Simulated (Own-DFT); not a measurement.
## Calculated data, InAs (zincblende, strongly disordered by large displacements)

All values are calculated (Own-DFT development build). A calculation, not a measurement: plane-wave PBE density functional theory by an unreviewed code, no spin, of a simulated periodic cell, stress positive in tension, free energy of the whole cell less one offset for each atom, forces on such cells passed a denser k mesh, this cell's mesh not checked; broken bonds can close the gap or carry spin, so checks made on this kind of crystal may not hold here; offsets are fitted by least squares, one for each functional and potential file, so energies compare only between cells with the same atoms and settings and are not formation energies; the far tail of each file's local potential was reset to the Coulomb form; each entry is a single point on an unrelaxed cell, so the pressure reflects the starting lattice, mostly measured values (interpolated for alloys), from which strain is counted, and rises with the displacements; printed positions are rounded, which can move forces by about a meV/angstrom; the program, named Own-DFT, is a retired in-house code; no spin-orbit coupling.

## InAs (zincblende, strongly disordered by large displacements)

```cif
# cell vector a (Å): 12.1166 0.0000 0.0000
# cell vector b (Å): 0.0000 12.1166 0.0000
# cell vector c (Å): 0.0000 0.0000 12.1166
data_InAs
_symmetry_space_group_name_H-M 'P 1'
_symmetry_Int_Tables_number 1
_cell_length_a 12.1166
_cell_length_b 12.1166
_cell_length_c 12.1166
_cell_angle_alpha 90.000
_cell_angle_beta 90.000
_cell_angle_gamma 90.000
_cell_volume 1778.86
loop_
_atom_site_label
_atom_site_type_symbol
_atom_site_fract_x
_atom_site_fract_y
_atom_site_fract_z
_atom_site_occupancy
In1 In 0.97505 0.96774 0.98369 1
In2 In 0.00652 0.25082 0.22304 1
In3 In 0.26248 0.00547 0.24356 1
In4 In 0.27078 0.25068 0.98722 1
As1 As 0.14347 0.11358 0.14782 1
As2 As 0.11037 0.37817 0.37248 1
As3 As 0.39419 0.11426 0.37412 1
As4 As 0.35795 0.36626 0.11392 1
In5 In 0.96086 0.01167 0.47756 1
In6 In 0.99546 0.26465 0.78699 1
In7 In 0.25560 0.99706 0.75770 1
In8 In 0.25307 0.26077 0.52775 1
As5 As 0.12303 0.11165 0.61990 1
As6 As 0.14866 0.37179 0.87612 1
As7 As 0.35727 0.11486 0.88059 1
As8 As 0.40501 0.39707 0.63833 1
In9 In 0.97185 0.49318 0.00819 1
In10 In 0.00717 0.73237 0.26928 1
In11 In 0.26285 0.48884 0.22132 1
In12 In 0.25557 0.79293 0.98281 1
As9 As 0.09110 0.62258 0.11766 1
As10 As 0.10225 0.86202 0.38754 1
As11 As 0.35144 0.61351 0.38364 1
As12 As 0.37747 0.86711 0.12527 1
In13 In 0.00144 0.52101 0.48635 1
In14 In 0.98662 0.76376 0.76211 1
In15 In 0.25165 0.51259 0.72704 1
In16 In 0.27764 0.77258 0.49926 1
As13 As 0.13212 0.61280 0.63082 1
As14 As 0.14469 0.86750 0.86032 1
As15 As 0.36488 0.60685 0.88227 1
As16 As 0.37448 0.88620 0.62727 1
In17 In 0.53035 0.00165 0.98021 1
In18 In 0.48836 0.26909 0.23082 1
In19 In 0.74671 0.00737 0.23956 1
In20 In 0.75809 0.24319 0.99565 1
As17 As 0.59348 0.11393 0.15646 1
As18 As 0.63486 0.35932 0.35471 1
As19 As 0.86413 0.12851 0.39529 1
As20 As 0.87155 0.39342 0.12490 1
In21 In 0.48424 0.01893 0.49922 1
In22 In 0.51538 0.25579 0.76736 1
In23 In 0.75543 0.00938 0.71530 1
In24 In 0.74359 0.27659 0.49887 1
As21 As 0.64713 0.14743 0.63608 1
As22 As 0.63957 0.36788 0.86760 1
As23 As 0.83848 0.14001 0.84306 1
As24 As 0.84972 0.35342 0.62539 1
In25 In 0.50068 0.50296 0.00943 1
In26 In 0.50057 0.74206 0.27697 1
In27 In 0.77204 0.48975 0.23950 1
In28 In 0.76786 0.74861 0.99813 1
As25 As 0.60009 0.60521 0.11304 1
As26 As 0.62873 0.85616 0.39287 1
As27 As 0.88540 0.64957 0.37701 1
As28 As 0.90605 0.89533 0.12388 1
In29 In 0.53385 0.49166 0.49582 1
In30 In 0.48195 0.78055 0.75483 1
In31 In 0.75855 0.50971 0.74767 1
In32 In 0.72874 0.76862 0.51364 1
As29 As 0.63770 0.63765 0.60482 1
As30 As 0.65669 0.88825 0.87818 1
As31 As 0.88431 0.65352 0.88398 1
As32 As 0.87916 0.84619 0.64240 1
```

It was run with functional PBE, potential files PseudoDojo norm-conserving, scalar-relativistic, standard set, wave cutoff 42 hartree, occupations Fermi-Dirac, smearing width 0.1 eV, hardware one NVIDIA H200 and k mesh 3 x 3 x 3 centred on Gamma.

**Q.** What stress xx does the calculation give for InAs (zincblende, strongly disordered by large displacements)?
**A.** -8.85 GPa

**Q.** What stress zz does the calculation give for InAs (zincblende, strongly disordered by large displacements)?
**A.** -11.35 GPa

**Q.** Give the table of force values for InAs (zincblende, strongly disordered by large displacements).
**A.** 
Force:
```csv
element,x (eV/Å),y (eV/Å),z (eV/Å)
In,4.299,5.221,-7.837
In,-0.054,0.105,1.543
In,1.641,-2.837,2.675
In,-2.972,-1.341,0.751
As,-2.7,2.232,-4.034
As,1.363,-0.473,-0.273
As,-3.377,4.15,-3.435
As,2.942,0.357,-0.974
In,6.256,-6.674,5.045
In,0.535,-0.826,-1.896
In,-1.289,1.246,-2.423
In,0.053,-0.005,-0.826
As,-0.639,0.42,0.657
As,-1.306,1.809,-0.055
As,3.981,-0.512,-0.488
As,-0.346,-1.451,-0.458
In,3.678,2.517,-4.053
In,2.676,1.932,-3.955
In,-3.939,3.137,2.841
In,2.56,-4.56,3.642
As,2.773,0.294,-0.47
As,2.05,2.051,0.826
As,1.519,-0.735,-0.399
As,1.647,0.677,0.685
In,0.111,-1.374,1.128
In,5.575,-2.186,1.274
In,2.634,-2.651,2.939
In,-2.858,-1.502,-1.067
As,-3.543,4.09,-2.556
As,-5.09,1.734,-2.324
As,0.019,2.023,-0.26
As,0.533,1.807,-0.228
In,-2.219,0.948,1.641
In,-0.004,-0.561,1.882
In,0.966,-0.847,1.317
In,-1.322,0.394,2.175
As,0.897,-0.233,-2.377
As,-0.771,1.608,-0.935
As,-4.95,5.969,-5.695
As,0.557,-7.465,-1.419
In,4.347,-2.539,3.838
In,-2.318,-1.582,-1.109
In,0.78,-3.545,0.383
In,-1.85,-3.01,-2.681
As,-3.382,0.332,-2.024
As,0.575,2.485,2.336
As,2.464,-0.806,1.601
As,4.851,3.785,3.735
In,-3.431,-4.846,-5.106
In,-0.939,-1.12,-1.189
In,-4.213,4.594,4.488
In,-2.815,1.684,3.319
As,5.811,5.339,5.431
As,-2.984,5.136,-4.515
As,-5.719,-2.462,2.526
As,-4.736,-4.746,8.016
In,-0.96,0.467,-0.863
In,2.155,-2.575,1.873
In,-0.148,0.571,-0.417
In,6.209,-0.492,1.098
As,-2.784,-3.453,4.167
As,-0.036,-1.061,-1.901
As,0.401,-4.97,-0.879
As,-3.162,4.328,-4.711
```

Further results for InAs (zincblende, strongly disordered by large displacements):

```
free energy of cell above offsets : 4.239 eV
pressure                          : 9.84 GPa
stress yy                         : -9.31 GPa
stress yz                         : 1.2 GPa
stress xz                         : -2.49 GPa
stress xy                         : 1.55 GPa
wall time                         : 1185 s
```
